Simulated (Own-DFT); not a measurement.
# Response to strain: diamond-structure GeSn with randomly placed atoms, 64 atoms (Ge60Sn4)

Calculated results; nothing here was measured. The program, named Own-DFT, is a retired in-house plane-wave density functional code that no person has reviewed. Each row is one single-point run on a periodic cell that was not relaxed, without spin or spin-orbit coupling.

Settings of every run: PBE; PseudoDojo norm-conserving scalar-relativistic files; cutoff 49 hartree; 3 x 3 x 3 k mesh centred on Gamma; Fermi-Dirac smearing of 0.1 eV.

Known limits: forces on such cells moved up to 12 meV/angstrom on a denser k mesh; stress not checked against mesh or cutoff.

Unstrained cell vectors in Å: (11.420, 0.000, 0.000); (0.000, 11.420, 0.000); (0.000, 0.000, 11.420). The unstrained cell has measured lattice constants (interpolated for alloys), not those of this functional. That, the random moves and any unrelaxed bonds set the pressure at no strain. Each run strains this cell uniformly, with the atoms carried along. Every atom was also moved at random, by a Gaussian of width 0.05 Å on each axis. The random placing of the alloy's atoms differs from row to row. Strain is the symmetric tensor, in per cent. Stress is positive in tension, and the pressure is minus a third of its trace.

```
run  e_xx (%)  e_yy (%)  e_zz (%)  s_xx (GPa)  s_yy (GPa)  s_zz (GPa)  P (GPa)  E (meV/atom)
  1     -3.00     -3.00      0.00      -10.63      -10.77       -8.69    10.03          85.3
  2     -1.75     -1.75      0.00       -8.09       -8.19       -7.06     7.78          61.5
  3     -2.75     -2.75      0.00      -10.52      -10.41       -8.65     9.86          96.7
  4      1.75      1.75      0.00       -1.91       -1.93       -3.03     2.29           3.2
  5     -2.00     -2.00      0.00       -8.69       -8.72       -7.27     8.22          70.0
  6      3.00      3.00      0.00       -0.29       -0.17       -1.90     0.79           0.0
  7      0.25      0.25      0.00       -4.37       -4.37       -4.52     4.42          21.4
  8     -2.50     -2.50      0.00       -9.70       -9.53       -7.98     9.07          72.6
  9      2.50      2.50      0.00           ?           ?           ?        ?             ?
```

E is the free energy for each atom above the lowest run shown.

## Worked fit

The change of volume is close to e_xx + e_yy + e_zz. A straight line through the runs shown gives P = 5.22 - 79 x (fractional change of volume) GPa, with an error of 2 on the slope and a scatter of 0.29 GPa. The strain isn't the same on all axes, but the crystal is cubic, so the slope still estimates the bulk modulus, averaged over pressures from 0.8 to 10.0 GPa.

## Withheld run

Question: what pressure should run 9 give? Its volume changes by 5.06 %.

The line gives 1.2 GPa. The calculation gave 1.39 GPa.
